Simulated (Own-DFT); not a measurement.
# Point defects and the pressure they add: C11b WSi2

The numbers are computed, not measured, by runs of the plane-wave DFT program Own-DFT (in-house, retired, unreviewed) at fixed positions, with no spin and no spin-orbit coupling.

Method: PBE; PseudoDojo norm-conserving scalar-relativistic files; cutoff 50 hartree; 5 x 5 x 5 k mesh centred on Gamma; cold (Marzari-Vanderbilt) smearing of 0.2 eV.

Caveats: forces on such cells failed a check on a denser k mesh; stress not checked against mesh or cutoff.

All runs share one cell, with vectors in Å (-2.148, -5.953, 3.409); (-6.444, 2.976, 1.136); (-2.553, -2.948, -6.757) and a volume of 403.2 Å³. The atoms are randomly displaced, by u rms on each axis. The defect's site can differ from row to row.

| cell | formula | u (Å) | P (GPa) |
|---|---|---|---|
| no defect | Si20W10 | 0.0203 | 4.59 |
| no defect | Si20W10 | 0.0206 | 4.53 |
| no defect | Si20W10 | 0.0449 | 5.74 |
| one W on a Si site | Si19W11 | 0.0291 | 9.84 |
| one W on a Si site | Si19W11 | 0.0308 | 10.11 |
| one W on a Si site | Si19W11 | 0.0527 | 11.89 |
| one Si on a W site | Si21W9 | 0.0266 | 6.28 |
| one Si on a W site | Si21W9 | 0.0274 | 6.42 |
| one Si on a W site | Si21W9 | 0.0510 | 7.26 |
| one Si vacancy | Si19W10 | 0.0267 | 3.45 |
| one Si vacancy | Si19W10 | 0.0322 | 3.12 |
| one Si vacancy | Si19W10 | 0.0469 | ? |
| one Si vacancy | Si19W10 | 0.0506 | 4.41 |
| one W vacancy | Si20W9 | 0.0263 | 3.33 |
| one W vacancy | Si20W9 | 0.0502 | 4.90 |
| one W vacancy | Si20W9 | 0.0525 | 4.73 |

## What the rows give

P = P0 + c u² + a shift for each defect gives P0 = 4.26 GPa, c = 728 ± 78 GPa/Å² and a scatter of 0.26 GPa. The shifts, and each times the cell's volume:

- one W on a Si site: 5.24 ± 0.21 GPa, 13.2 eV
- one Si on a W site: 1.40 ± 0.21 GPa, 3.5 eV
- one W vacancy: -1.39 ± 0.22 GPa, -3.5 eV
- one Si vacancy: -1.65 ± 0.21 GPa, -4.2 eV

Against the defect-free cell, a freed cell would be larger where the shift is positive and smaller where it is negative (160.2 GPa Å³ is 1 eV). The atoms around the defects weren't relaxed, which would change these numbers.

## The run left out

Question: what pressure belongs in the blank (one Si vacancy, u = 0.0469 Å)?

Estimate: 4.21 ± 0.30 GPa. The hidden result is 5.00 GPa.
